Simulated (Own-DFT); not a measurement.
# A layer strained by its substrate: wurtzite AlN, 72 atoms (Al36N36)

Calculated, not measured: single-point runs of Own-DFT, a retired in-house plane-wave DFT program that no person has reviewed, on unrelaxed cells, without spin or spin-orbit coupling.

Common settings: PBE; PseudoDojo norm-conserving scalar-relativistic files; cutoff 42 hartree; 4 x 4 x 3 k mesh centred on Gamma; Gaussian smearing of 0.01 eV.

Limits: k mesh not checked against a denser one; stress not checked against mesh or cutoff.

Unstrained cell vectors in Å: (9.336, 0.000, 0.000); (-4.668, 8.085, 0.000); (0.000, 0.000, 9.964). The unstrained cell has measured lattice constants (interpolated for alloys), not those of this functional. That, the random moves and any unrelaxed bonds set the pressure at no strain. Each run strains x and y alike by e, as a substrate would, and holds the height along z. Random moves of width 0.05 Å per axis were added to every atom. Stress is positive in tension.

```
e (%),u (Å),(s_xx + s_yy)/2 (GPa),s_zz (GPa)
-3.00,0.049,-25.38,-10.75
-2.75,0.046,-24.19,-9.55
-1.75,0.053,-18.42,-6.76
-1.50,0.053,-15.92,-7.46
-1.00,0.049,-11.04,-7.69
-0.25,0.052,?,?
1.75,0.052,2.77,-2.37
2.25,0.052,5.82,-2.06
2.75,0.052,8.53,-3.48
3.00,0.053,8.85,-0.90
```

## Worked fit

With e as a fraction, the in-plane stress is -6.3 + 584 e - 2199 e² GPa (errors 12 and 965, scatter 0.83), and s_zz is -5.6 + 140 e GPa (slope ± 15, scatter 1.01). At e = 0 the first slope is C11 + C12 and the second 2 C13, both with the ions held to the strained lattice and at the cell's own pressure. A free layer would change its height as e changes, and the in-plane slope would drop by 2 C13²/C33 to the biaxial modulus. At fixed height, a misfit of 1 % moves the in-plane stress by about 5.8 GPa and s_zz by 1.4 GPa.

## The run left out

Q: what are the two stresses at e = -0.25 %?

From the fit: -7.8 and -6.0 GPa. The run itself gave -6.84 and -6.52 GPa.
